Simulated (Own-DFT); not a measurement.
# How strain changes the stress of C40 NbSi2, 36 atoms (Nb12Si24)

All numbers below are calculated, not measured. They come from Own-DFT, an in-house plane-wave density functional program, since retired, whose code no person has reviewed. Each row is one single-point run on a periodic cell that was not relaxed, without spin or spin-orbit coupling.

Settings of every run: PBE; PseudoDojo norm-conserving scalar-relativistic files; cutoff 42 hartree; 4 x 4 x 5 k mesh centred on Gamma; cold (Marzari-Vanderbilt) smearing of 0.2 eV.

Known limits: forces on such cells failed a check on a denser k mesh; stress not checked against mesh or cutoff.

Unstrained cell vectors in Å: (0.000, 8.324, 0.000); (-9.613, 0.000, 0.000); (0.000, 0.000, 6.586). The unstrained cell was taken from the Materials Project. The random moves and any unrelaxed bonds add to the pressure at no strain. Each run strains this cell uniformly, with the atoms carried along. Every atom was also moved at random, by a Gaussian of width 0.05 Å on each axis. Strain is the symmetric tensor, in per cent. Stress is positive in tension, and the pressure is minus a third of its trace.

```
run  e_xx (%)  e_yy (%)  e_zz (%)  e_yz (%)  e_xz (%)  e_xy (%)  s_xx (GPa)  s_yy (GPa)  s_zz (GPa)  s_yz (GPa)  s_xz (GPa)  s_xy (GPa)  P (GPa)  E (meV/atom)
  1     -1.05     -0.53     -1.31      0.94      2.00      0.08       -8.57       -5.42      -12.27        3.28        7.03       -0.27     8.75          22.2
  2     -1.96      0.64     -1.40     -1.86      0.84     -1.66      -11.30       -2.87      -12.11       -6.20        2.37       -5.43     8.76          33.6
  3      0.36     -0.24     -1.87     -1.53      0.33     -1.20       -3.01       -5.24      -12.58       -5.77        1.21       -3.58     6.94          17.0
  4     -1.04     -1.16      1.58      0.79      1.43     -0.15       -5.80       -6.04        0.87        3.00        4.43       -0.66     3.66          13.2
  5     -1.30     -0.23      1.25      0.87      1.31     -1.38       -7.24       -3.07        0.62        2.43        3.84       -3.95     3.23          11.7
  6      0.59     -0.64     -1.35     -2.00     -1.24      0.09       -1.85       -5.58      -10.99       -6.82       -4.86       -0.03     6.14          20.0
  7      0.73     -1.22      1.65     -1.82      1.06      0.36        0.67       -5.27        3.44       -4.85        3.10        1.34     0.39           2.6
  8      1.83     -1.32     -1.18     -1.08      0.32      0.92        1.85       -6.95       -9.12       -3.66        1.35        2.77     4.74          14.2
  9     -1.27     -1.59      1.00      0.50     -1.59      0.47       -7.96       -8.65       -1.19        2.09       -4.56        1.89     5.93           8.5
 10     -0.90     -1.19      1.29      0.10      1.17     -1.86       -6.32       -6.75        0.23        0.28        3.87       -5.81     4.28          17.8
 11      1.74     -1.05     -0.24      1.12      1.61      0.29        2.80       -5.12       -5.07        3.37        5.20        0.83     2.46          14.0
 12     -0.23      1.67      0.92     -1.85     -0.53      1.94       -1.61        4.16        1.68       -4.74       -0.77        5.21    -1.41           0.0
 13     -0.95     -1.96      1.11      0.37     -1.36     -0.99       -6.68       -9.84       -0.94        0.94       -3.95       -3.19     5.82          12.2
 14      0.16     -0.81      0.15      0.83      1.25      0.75       -2.32       -6.03       -3.86        2.20        3.71        2.49     4.07          12.0
 15      0.79     -0.95     -1.13     -0.44     -1.70     -0.15       -1.15       -5.58      -10.34       -1.75       -5.86       -0.49     5.69          11.6
 16      0.79     -0.92      0.11     -0.96      0.51     -0.89           ?           ?           ?           ?           ?           ?        ?             ?
```

E is the free energy for each atom above the lowest run shown.

## Worked fit

Each stress component was fitted by least squares to a constant and the strains of the runs shown, as fractions, with shears doubled. Shear strains stay in the fit of a normal stress only where such slopes are resolved. The slopes, in GPa:

| stress | at no strain | per e_xx | per e_yy | per e_zz | scatter |
|---|---|---|---|---|---|
| s_xx | -2.8 | 387 ± 8 | 70 ± 10 | 89 ± 7 | 0.32 |
| s_yy | -2.5 | 71 ± 12 | 367 ± 15 | 74 ± 11 | 0.48 |
| s_zz | -4.2 | 85 ± 11 | 85 ± 14 | 485 ± 10 | 0.44 |

Each shear stress against twice its own strain: yz 150 ± 5, xz 159 ± 7, xy 150 ± 6 GPa. These are stiffnesses along x, y and z of the frame in which the cell vectors are given, which need not be the crystal's axes. The atoms are held to the strained lattice; where symmetry lets them move under strain, relaxing them would lower some slopes. The table should be nearly symmetric about its diagonal, and what it lacks of that shows the noise. A ninth of its sum, 190 ± 9 GPa, estimates the bulk modulus near the mean pressure of these runs, 4.6 GPa, so it lies above the value at zero pressure.

## Withheld run

Question: what normal stresses and pressure should run 16 give?

The fit gives s_xx = -0.3, s_yy = -5.3, s_zz = -3.7 and P = 3.1 GPa. The calculation gave -0.59, -5.14, -2.61 and P = 2.78 GPa.
